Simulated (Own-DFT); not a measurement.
## Calculated data, Hf₃₆O₇₁ (tetragonal hafnia with one neutral oxygen vacancy, atoms displaced)

A calculation, not a measurement: plane-wave PBE and HSE06 DFT by an unreviewed code, no spin, of a simulated cell at Gamma alone, so results move with cell size and shape, stress positive in tension, energies less offsets, not probed for a lower state with spin; hafnium file: forces about 75 meV/angstrom off all-electron values; oxygen file: force components 24 meV/angstrom off all-electron in a glass; k mesh not checked against a denser one; forces and stress are PBE's, HSE06 gives the energy alone, and its difference from PBE has offsets of its own; offsets are fitted by least squares, one for each functional and potential file, so energies compare only between cells with the same atoms and settings and are not formation energies; the far tail of each file's local potential was reset to the Coulomb form; each entry is a single point on an unrelaxed cell, so the pressure reflects the starting lattice, taken from the Materials Project, from which strain is counted, and rises with the displacements; printed positions are rounded, which can move forces by about a meV/angstrom; the program is a retired in-house code; no spin-orbit coupling. Program: Own-DFT development build.

Settings shared by all entries: first functional PBE; second functional HSE06; exact exchange share 0.25; screening 0.11 1/bohr; exchange divergence Gygi-Baldereschi; potential files PseudoDojo norm-conserving, scalar-relativistic, made for PBE, standard set; wave cutoff 48 hartree; occupations fixed; k mesh 1 x 1 x 1 centred on Gamma.

(1) Hf₃₆O₇₁ (tetragonal hafnia with one neutral oxygen vacancy, atoms displaced)

```
cell vectors (Å)
  10.7800     0.0000     0.0000
   0.0000    10.7800     0.0000
   0.0000     0.0000    10.4493
atoms (fractions of the cell vectors)
Hf  0.00056  0.99635  0.00018
Hf  0.16269  0.16480  0.25428
O   0.00228  0.16941  0.15681
O   0.17310  0.99580  0.34848
O   0.99919  0.16596  0.39779
O   0.16656  0.00239  0.09947
Hf  0.00126  0.00027  0.50140
Hf  0.16650  0.16616  0.74688
O   0.99952  0.16584  0.65312
O   0.16602  0.99676  0.84815
O   0.99865  0.16490  0.90449
O   0.16690  0.99467  0.59480
Hf  0.99547  0.33147  0.00318
Hf  0.16808  0.49976  0.24734
O   0.00016  0.50105  0.15528
O   0.16861  0.33545  0.35021
O   0.00030  0.50027  0.40409
O   0.16405  0.33140  0.09348
Hf  0.00023  0.33489  0.49606
Hf  0.16853  0.50240  0.75206
O   0.00233  0.49683  0.65370
O   0.16631  0.33227  0.84930
O   0.99573  0.50100  0.89712
O   0.16673  0.33478  0.59882
Hf  0.99819  0.66553  0.99336
Hf  0.16583  0.82943  0.24849
O   0.00486  0.83793  0.14812
O   0.16557  0.66780  0.34306
O   0.00218  0.83750  0.40019
O   0.16669  0.66698  0.10272
Hf  0.00260  0.66882  0.50222
Hf  0.16823  0.83565  0.74984
O   0.99601  0.83253  0.65292
O   0.16541  0.66583  0.84890
O   0.00220  0.83015  0.90012
O   0.16675  0.66188  0.60187
Hf  0.33505  0.00059  0.00124
Hf  0.49570  0.16694  0.24540
O   0.32658  0.16689  0.15406
O   0.50219  0.99675  0.35110
O   0.33594  0.17017  0.40193
O   0.49913  0.00105  0.09336
Hf  0.33152  0.00189  0.49918
Hf  0.49774  0.16948  0.75241
O   0.33625  0.16685  0.64941
O   0.50122  0.00165  0.84441
O   0.33722  0.16173  0.90029
O   0.49913  0.99751  0.59245
Hf  0.33377  0.32917  0.00236
Hf  0.50229  0.50234  0.25559
O   0.32865  0.49853  0.14830
O   0.50496  0.33524  0.34963
O   0.33543  0.50155  0.40611
O   0.49643  0.33583  0.09539
Hf  0.33113  0.33593  0.50344
Hf  0.49418  0.50170  0.74639
O   0.33314  0.50308  0.65116
O   0.49823  0.33124  0.84486
O   0.33339  0.49889  0.90030
O   0.50428  0.33622  0.59658
Hf  0.34168  0.66595  0.00228
Hf  0.50025  0.83690  0.25503
O   0.32972  0.83629  0.16072
O   0.50159  0.66544  0.34546
O   0.32807  0.83595  0.40353
O   0.49697  0.67334  0.10097
Hf  0.32763  0.66660  0.50544
Hf  0.50401  0.83243  0.74751
O   0.33330  0.82703  0.65417
O   0.49701  0.66329  0.84298
O   0.33452  0.83807  0.89846
O   0.49865  0.66797  0.59544
Hf  0.66597  1.00000  0.00068
Hf  0.82876  0.17152  0.24852
O   0.66455  0.16378  0.15040
O   0.83423  0.00166  0.34714
O   0.66702  0.17261  0.40382
O   0.84076  0.00323  0.10406
Hf  0.67113  0.00138  0.49817
Hf  0.82893  0.16621  0.75183
O   0.66363  0.16707  0.65425
O   0.83287  0.00237  0.84774
O   0.67285  0.17199  0.90360
O   0.83604  0.99588  0.60228
Hf  0.66787  0.32695  0.00502
Hf  0.83279  0.50096  0.25498
O   0.66747  0.50431  0.15881
O   0.83137  0.33138  0.35226
O   0.67055  0.50415  0.40387
O   0.83688  0.33183  0.09232
Hf  0.66442  0.33075  0.49997
Hf  0.83336  0.50813  0.75192
O   0.66915  0.49855  0.65513
O   0.83232  0.33007  0.84904
O   0.66771  0.49764  0.90160
O   0.83620  0.33065  0.59476
Hf  0.66660  0.66528  0.99993
Hf  0.83456  0.83068  0.24728
O   0.66672  0.83276  0.15295
O   0.83189  0.66741  0.35216
O   0.83411  0.66670  0.10111
Hf  0.66517  0.66500  0.49646
Hf  0.83243  0.83688  0.74920
O   0.66549  0.83468  0.65182
O   0.82967  0.66948  0.84511
O   0.66584  0.83523  0.89860
O   0.83356  0.66503  0.59870
```

```
PBE energy of cell above offsets : -100.697 eV
HSE06 less PBE above offsets     : -0.122 eV
PBE pressure                     : 0.92 GPa
PBE stress xx                    : -1.08 GPa
PBE stress yy                    : -0.12 GPa
PBE stress zz                    : -1.57 GPa
PBE stress yz                    : -0.98 GPa
PBE stress xz                    : 0.03 GPa
PBE stress xy                    : -0.01 GPa
```

Force:
| element | x (eV/Å) | y (eV/Å) | z (eV/Å) |
| --- | --- | --- | --- |
| Hf | 0.675 | 0.385 | 0.157 |
| Hf | -0.12 | -0.25 | 0.019 |
| O | -0.964 | 0.296 | -0.29 |
| O | -0.36 | 1.195 | 0.017 |
| O | 0.347 | -0.082 | 0.685 |
| O | 0.104 | 0.165 | -0.514 |
| Hf | -0.443 | 0.226 | -0.455 |
| Hf | -0.46 | 0.496 | 0.757 |
| O | 0.382 | -0.328 | -0.057 |
| O | -0.091 | 0.777 | -0.365 |
| O | 0.174 | -0.031 | 0.156 |
| O | 0.04 | 0.224 | 0.734 |
| Hf | 1.72 | -0.19 | -1.661 |
| Hf | -0.443 | 0.21 | -0.063 |
| O | -0.47 | -0.25 | -0.16 |
| O | 0 | -0.201 | -0.204 |
| O | -0.246 | 0.492 | -0.119 |
| O | 0.385 | 0.253 | 0.519 |
| Hf | -0.258 | -0.252 | 0.965 |
| Hf | -0.762 | -0.774 | 0.357 |
| O | -0.258 | 0.388 | -0.112 |
| O | 0.262 | -0.223 | -0.617 |
| O | -0.024 | -0.08 | 0.774 |
| O | 0.183 | -0.326 | -0.046 |
| Hf | 1.154 | -0.157 | 1.038 |
| Hf | -0.1 | 0.697 | 0.147 |
| O | -1.134 | -0.382 | 0.083 |
| O | -0.016 | -0.892 | 1.324 |
| O | -0.2 | -0.808 | 0.301 |
| O | 0.098 | -0.057 | -1.208 |
| Hf | -0.737 | -0.085 | -0.117 |
| Hf | -0.102 | -0.469 | 0.392 |
| O | 1.025 | -0.206 | -0.243 |
| O | 0.051 | 0.397 | -0.042 |
| O | -0.488 | 0.435 | -0.088 |
| O | -0.52 | 0.316 | -0.298 |
| Hf | -1.372 | -0.533 | -0.344 |
| Hf | -0.491 | 0.242 | 1.232 |
| O | 1.402 | 0.147 | -0.287 |
| O | 0.469 | 1.153 | -0.762 |
| O | 0.195 | -0.193 | -0.017 |
| O | 0.416 | 0.157 | 0.799 |
| Hf | 0.503 | -0.19 | -0.414 |
| Hf | 0.041 | -0.506 | -0.628 |
| O | -0.687 | 0.081 | 0.182 |
| O | 0.591 | -0.143 | 0.26 |
| O | -0.181 | 0.587 | 0.284 |
| O | 0.385 | -0.145 | 0.154 |
| Hf | -1.305 | 0.549 | -0.948 |
| Hf | -0.778 | -0.605 | -0.453 |
| O | 1.416 | 0.104 | 0.442 |
| O | -0.11 | -0.195 | -0.743 |
| O | 0.022 | 0.019 | -0.385 |
| O | 0.92 | -0.493 | 0.688 |
| Hf | 0.271 | -0.388 | -0.412 |
| Hf | 1.483 | -0.974 | 0.251 |
| O | -0.286 | -0.232 | -0.229 |
| O | -0.105 | 0.629 | 0.428 |
| O | 0.233 | 0.075 | 0.321 |
| O | -1.369 | 0.084 | 0.214 |
| Hf | -2.182 | 0.091 | -0.638 |
| Hf | -0.431 | -0.833 | -0.213 |
| O | 1.277 | 0.039 | -1.042 |
| O | 0.399 | 0.923 | 0.442 |
| O | 0.631 | -1.009 | 0.523 |
| O | 1.132 | -0.416 | -0.392 |
| Hf | 0.778 | 0.874 | -0.774 |
| Hf | -0.912 | 0.548 | -0.041 |
| O | -0.027 | 0.127 | -0.112 |
| O | 0.223 | 0.771 | 0.886 |
| O | 0.164 | -0.865 | 0.928 |
| O | 0.28 | -0.238 | -0.064 |
| Hf | 0.873 | 0.026 | -0.371 |
| Hf | 1.387 | -1.17 | 0.529 |
| O | -0.266 | 0.372 | -0.036 |
| O | -0.919 | -0.209 | 0.199 |
| O | -0.01 | -1.668 | -0.611 |
| O | -1.58 | -0.164 | -0.861 |
| Hf | -0.48 | -0.456 | 0.169 |
| Hf | 0.813 | 1.114 | -0.325 |
| O | 0.266 | -0.197 | -0.204 |
| O | -0.22 | -0.767 | 0.551 |
| O | -0.534 | -1.499 | 0.168 |
| O | -0.566 | 0.267 | -0.596 |
| Hf | -0.032 | 1.508 | -1.381 |
| Hf | 0.618 | 0.24 | 0.157 |
| O | -0.191 | -0.192 | -0.55 |
| O | 0.192 | 0.797 | -1.024 |
| O | -0.279 | -0.988 | -0.252 |
| O | -1.827 | -0.063 | 1.804 |
| Hf | 1.045 | 1.051 | 0.791 |
| Hf | 0.142 | -1.939 | -0.655 |
| O | -0.692 | 0.332 | -0.092 |
| O | 0.13 | 0.781 | -0.258 |
| O | -0.03 | 0.341 | 1.12 |
| O | -0.436 | -0.129 | -0.037 |
| Hf | 0.204 | -0.257 | -0.098 |
| Hf | 0.572 | 0.717 | 0.325 |
| O | 0.001 | 0.376 | 0.247 |
| O | -0.077 | 0.362 | -0.403 |
| O | -0.232 | 0.163 | -0.55 |
| Hf | 0.386 | 0.935 | 0.765 |
| Hf | -0.083 | 0.153 | -0.284 |
| O | 0.596 | -0.053 | -0.612 |
| O | -0.04 | 0.469 | 0.982 |
| O | -0.146 | -0.439 | 0.732 |
| O | 0.008 | 0.024 | -0.239 |

(2) Hf₃₆O₇₁ (tetragonal hafnia with one neutral oxygen vacancy, atoms displaced)

```
cell vectors (Å)
  10.7800     0.0000     0.0000
   0.0000    10.7800     0.0000
   0.0000     0.0000    10.4493
atoms (fractions of the cell vectors)
Hf  0.99683  0.00844  0.00300
Hf  0.17172  0.16068  0.25539
O   0.99997  0.17184  0.14769
O   0.17126  0.00500  0.34550
O   0.99480  0.16853  0.41007
O   0.16576  0.99852  0.09866
Hf  0.99763  0.00948  0.50007
Hf  0.16524  0.15942  0.74041
O   0.00073  0.17173  0.65015
O   0.16977  0.99302  0.84544
O   0.00498  0.16900  0.90283
O   0.16624  0.99793  0.60885
Hf  0.99954  0.33865  0.99357
Hf  0.16472  0.50256  0.25419
O   0.99199  0.49558  0.15041
O   0.16515  0.33801  0.34488
O   0.99643  0.49912  0.39399
O   0.16795  0.33529  0.09449
Hf  0.99045  0.33817  0.49713
Hf  0.16518  0.50319  0.75246
O   0.00150  0.49937  0.65166
O   0.16918  0.33519  0.84592
O   0.99589  0.49679  0.90437
O   0.16475  0.34531  0.59951
Hf  0.99795  0.66814  0.00056
Hf  0.16223  0.82624  0.24941
O   0.00427  0.83942  0.14678
O   0.17156  0.66132  0.34970
O   0.99627  0.83101  0.40859
O   0.16242  0.68100  0.09759
Hf  0.00105  0.67565  0.49810
Hf  0.15968  0.83890  0.74345
O   0.99441  0.83421  0.65155
O   0.17071  0.67234  0.84905
O   0.99446  0.82965  0.90228
O   0.16670  0.66233  0.59373
Hf  0.33525  0.00660  0.99787
Hf  0.50539  0.16170  0.24330
O   0.33833  0.16555  0.14990
O   0.50171  0.00681  0.35343
O   0.33589  0.16688  0.39798
O   0.50114  0.00861  0.09111
Hf  0.32638  0.99452  0.49945
Hf  0.50680  0.16129  0.74080
O   0.33738  0.17307  0.64883
O   0.50191  0.00402  0.84499
O   0.33235  0.16227  0.90438
O   0.49195  0.99926  0.60002
Hf  0.33335  0.33484  0.00316
Hf  0.50551  0.49853  0.25272
O   0.33156  0.50108  0.15797
O   0.50454  0.33774  0.34650
O   0.33268  0.50014  0.39495
O   0.50686  0.32211  0.10310
Hf  0.33172  0.33300  0.50223
Hf  0.49461  0.50221  0.74638
O   0.33792  0.50490  0.66080
O   0.49777  0.33549  0.85301
O   0.33312  0.49752  0.90175
O   0.49719  0.33638  0.59716
Hf  0.33390  0.67155  0.00108
Hf  0.49711  0.83561  0.24104
O   0.33629  0.84318  0.14461
O   0.49639  0.66740  0.35053
O   0.33705  0.83204  0.40140
O   0.49845  0.67378  0.08743
Hf  0.33625  0.67561  0.49765
Hf  0.49841  0.82455  0.75353
O   0.32437  0.82737  0.66084
O   0.49597  0.65712  0.84400
O   0.32765  0.83314  0.90616
O   0.50606  0.65903  0.59633
Hf  0.66074  0.99276  0.00987
Hf  0.83968  0.17473  0.24736
O   0.65660  0.15676  0.15583
O   0.66202  0.17212  0.39844
O   0.83224  0.00139  0.09909
Hf  0.66866  0.00240  0.50936
Hf  0.83301  0.15963  0.74411
O   0.66712  0.16047  0.65372
O   0.83467  0.99904  0.85274
O   0.66361  0.15964  0.90808
O   0.83145  0.00281  0.60045
Hf  0.66012  0.34091  0.99602
Hf  0.83799  0.49422  0.24753
O   0.67329  0.50589  0.15453
O   0.84109  0.33107  0.34517
O   0.65541  0.49986  0.40252
O   0.84198  0.33719  0.09871
Hf  0.67091  0.32612  0.50048
Hf  0.83558  0.49341  0.75611
O   0.66197  0.50526  0.64909
O   0.84114  0.34230  0.84983
O   0.66079  0.50149  0.89909
O   0.83745  0.33616  0.58930
Hf  0.66546  0.67447  0.99652
Hf  0.83847  0.83199  0.25775
O   0.66922  0.82570  0.15699
O   0.83235  0.66404  0.34288
O   0.66336  0.83201  0.39795
O   0.83091  0.66196  0.09939
Hf  0.67946  0.67083  0.49848
Hf  0.83657  0.83514  0.75379
O   0.66552  0.83870  0.65654
O   0.82593  0.66814  0.84957
O   0.66312  0.82308  0.90278
O   0.83126  0.66350  0.59936
```

```
PBE energy of cell above offsets : -95.177 eV
HSE06 less PBE above offsets     : 0.172 eV
PBE pressure                     : 2.82 GPa
PBE stress xx                    : -3.14 GPa
PBE stress yy                    : -2.32 GPa
PBE stress zz                    : -2.98 GPa
PBE stress yz                    : 2.13 GPa
PBE stress xz                    : 0.42 GPa
PBE stress xy                    : 0.13 GPa
```

Force:
| element | x (eV/Å) | y (eV/Å) | z (eV/Å) |
| --- | --- | --- | --- |
| Hf | 0.747 | -0.877 | 0.048 |
| Hf | 0.926 | 2.807 | -2.313 |
| O | 0.36 | -0.849 | 1.064 |
| O | -0.697 | -2.479 | 1.779 |
| O | -0.018 | -0.378 | -1.266 |
| O | -0.094 | 0.659 | -0.075 |
| Hf | -0.38 | -0.985 | 0.106 |
| Hf | 1.607 | 1.84 | 2.379 |
| O | -0.74 | -0.799 | -0.184 |
| O | -0.635 | 1.527 | 0.264 |
| O | -0.383 | -0.563 | -0.955 |
| O | -0.414 | 0.419 | -1.707 |
| Hf | 1.502 | -1.2 | 1.331 |
| Hf | 0.636 | -1.982 | -0.991 |
| O | 2.553 | 0.821 | -0.458 |
| O | -0.221 | -1.528 | 0.216 |
| O | 0.008 | 1.079 | 0.893 |
| O | -0.376 | 0.061 | 0.019 |
| Hf | 3.678 | 1.57 | -0.206 |
| Hf | 1.066 | -0.522 | -0.217 |
| O | -1.059 | 0.129 | 0.26 |
| O | -0.263 | -0.719 | -0.416 |
| O | 0.473 | 2.493 | -0.915 |
| O | 0.009 | -0.929 | -0.805 |
| Hf | -0.53 | -0.135 | -0.153 |
| Hf | 1.165 | 0.724 | -1.613 |
| O | -1.34 | -0.353 | 1.575 |
| O | -0.761 | 2.202 | 0.114 |
| O | 0.331 | 2.245 | -1.656 |
| O | 0.441 | -0.584 | 0.725 |
| Hf | -0.133 | -3.702 | 1.654 |
| Hf | 0.36 | -1.879 | 2.264 |
| O | 0.073 | 0.03 | -0.747 |
| O | -0.765 | -0.639 | -0.36 |
| O | -0.2 | 0.99 | -0.21 |
| O | -0.618 | 0.612 | -0.257 |
| Hf | -1.299 | -0.991 | -0.044 |
| Hf | -2.29 | 1.785 | 2.332 |
| O | -1.386 | -0.277 | 0.259 |
| O | -0.156 | -1.92 | -0.721 |
| O | -1.075 | -0.224 | 0.884 |
| O | -0.773 | -1.225 | 1.336 |
| Hf | 1.852 | 1.75 | -0.432 |
| Hf | -2.633 | 1.283 | 2.497 |
| O | -1.238 | -0.47 | 0.106 |
| O | 0.016 | -1.811 | 0.057 |
| O | -0.348 | 1.324 | -0.778 |
| O | 0.5 | -0.045 | -0.321 |
| Hf | 0.035 | -0.124 | -0.641 |
| Hf | -0.457 | 0.128 | 0.764 |
| O | 0.429 | 0.219 | -0.907 |
| O | -0.261 | -1.297 | 0.001 |
| O | -0.127 | 0.167 | 1.693 |
| O | -0.651 | 1.328 | -0.649 |
| Hf | 0.039 | 0.768 | -0.839 |
| Hf | 1.836 | -1.668 | 0.132 |
| O | -2.399 | -0.036 | -1.539 |
| O | 0.627 | -1.11 | -0.548 |
| O | -0.316 | 0.795 | 1.036 |
| O | 1.31 | -0.818 | -0.124 |
| Hf | -1.032 | -1.099 | -1.002 |
| Hf | 0.555 | -0.758 | 2.022 |
| O | -0.767 | -0.564 | 1.479 |
| O | -0.223 | 0.964 | -1.397 |
| O | -0.668 | 1.335 | -0.457 |
| O | 0.276 | 0.215 | 1.098 |
| Hf | 1.112 | -3.307 | 0.702 |
| Hf | -0.499 | 0.437 | -0.159 |
| O | 1.775 | 0.05 | -1.521 |
| O | -0.161 | 2.582 | 0.798 |
| O | 1.326 | 0.536 | -0.45 |
| O | -0.752 | 1.748 | -0.182 |
| Hf | 1.632 | 1.292 | -1.641 |
| Hf | -0.944 | -1.505 | -1.096 |
| O | 4.729 | -0.033 | -0.9 |
| O | 1.265 | -1.528 | 0.944 |
| O | -0.108 | -0.127 | 0.734 |
| Hf | -2.353 | -1.11 | -2.237 |
| Hf | 0.678 | 0.495 | 2.487 |
| O | 1.308 | 0.439 | -1.28 |
| O | 0.071 | 0.465 | -0.861 |
| O | 0.802 | 1.13 | -0.515 |
| O | 1.214 | 0.495 | -0.043 |
| Hf | 0.091 | -0.648 | 0.019 |
| Hf | -0.973 | 0.993 | -0.314 |
| O | -1.334 | -0.813 | -0.528 |
| O | -0.582 | 0.152 | 0.829 |
| O | 1.375 | -0.231 | 0.471 |
| O | -2.485 | -0.93 | 0.026 |
| Hf | -2.882 | 3.234 | -0.749 |
| Hf | -1.144 | 3.027 | -1.809 |
| O | 1.89 | -1.019 | 0.73 |
| O | -0.82 | -3.487 | -0.201 |
| O | 0.667 | -0.049 | 0.572 |
| O | -2.017 | -0.585 | 1.941 |
| Hf | 0.965 | -3.708 | 1.501 |
| Hf | -0.796 | 0.357 | -1.09 |
| O | -0.07 | 0.93 | -0.606 |
| O | 0.218 | 0.612 | 0.876 |
| O | 1.195 | 1.543 | 0.854 |
| O | 0.987 | 0.942 | -0.506 |
| Hf | -2.655 | -1.965 | -0.22 |
| Hf | -0.649 | -1.337 | 0.692 |
| O | 0.372 | 0.317 | -0.293 |
| O | 0.624 | -0.393 | -0.398 |
| O | -0.515 | 3.482 | -0.973 |
| O | 1.766 | 0.79 | -0.096 |
